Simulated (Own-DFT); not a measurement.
# What a defect does to the pressure of its cell: monoclinic HfO2

No measurement is shown. These are fixed-geometry runs of a retired plane-wave code named Own-DFT, which no person has reviewed; spin and spin-orbit coupling are neglected.

Method: PBE; PseudoDojo norm-conserving scalar-relativistic files; cutoff 72 hartree; 2 x 2 x 2 k mesh centred on Gamma; Fermi-Dirac smearing of 0.1 eV.

Keep in mind (not all hold for every row): not probed for a lower state with spin; hafnium file: forces about 75 meV/angstrom off all-electron values; oxygen file: force components 24 meV/angstrom off all-electron in a glass; forces on such cells passed a denser k mesh, each cell not checked; stress not checked against mesh or cutoff.

All runs share one cell, with vectors in Å (10.234, 0.000, 0.000); (0.000, 10.350, 0.000); (-1.696, 0.000, 10.445) and a volume of 1106.4 Å³. u is the rms random offset of the atoms per axis. The defect's site can differ from row to row.

| cell | formula | u (Å) | P (GPa) |
|---|---|---|---|
| no defect | Hf32O64 | 0.0193 | 4.02 |
| no defect | Hf32O64 | 0.0203 | 4.09 |
| no defect | Hf32O64 | 0.0490 | 5.69 |
| two Al on a Hf site each and one O vacancy | Al2Hf30O63 | 0.0299 | 1.98 |
| two Al on a Hf site each and one O vacancy | Al2Hf30O63 | 0.0307 | 1.92 |
| two Al on a Hf site each and one O vacancy | Al2Hf30O63 | 0.0476 | 3.56 |
| two Al on a Hf site each and one O vacancy | Al2Hf30O63 | 0.0519 | ? |
| two O vacancies | Hf32O62 | 0.0300 | 3.65 |
| two O vacancies | Hf32O62 | 0.0456 | 5.00 |
| two O vacancies | Hf32O62 | 0.0529 | 4.44 |
| one Si on a Hf site | Hf31O64Si | 0.0297 | 2.86 |
| one Si on a Hf site | Hf31O64Si | 0.0468 | 4.35 |
| one Si on a Hf site | Hf31O64Si | 0.0492 | 4.34 |
| one O vacancy | Hf32O63 | 0.0295 | 4.19 |
| one O vacancy | Hf32O63 | 0.0467 | 4.93 |
| one O vacancy | Hf32O63 | 0.0510 | 5.28 |

## Analysis

P = P0 + c u² + a shift for each defect gives P0 = 3.76 GPa, c = 794 ± 114 GPa/Å² and a scatter of 0.34 GPa. The shifts, and each times the cell's volume:

- one O vacancy: -0.45 ± 0.29 GPa, -3.1 eV (not resolved)
- two O vacancies: -0.92 ± 0.29 GPa, -6.3 eV (-3.2 eV for each of its 2 sites)
- one Si on a Hf site: -1.36 ± 0.29 GPa, -9.4 eV
- two Al on a Hf site each and one O vacancy: -2.36 ± 0.28 GPa, -16.3 eV

Positive is outwards. The product with the volume (160.2 GPa Å³ to the eV) is nearly free of the cell's size; divided by the bulk modulus at the cell's pressure it gives the volume that the defect adds. The atoms around the defects weren't relaxed, which would change these numbers.

## Withheld run

Question: what pressure belongs in the blank (two Al on a Hf site each and one O vacancy, u = 0.0519 Å)?

Estimate: 3.54 ± 0.42 GPa. The run itself gave 3.80 GPa.
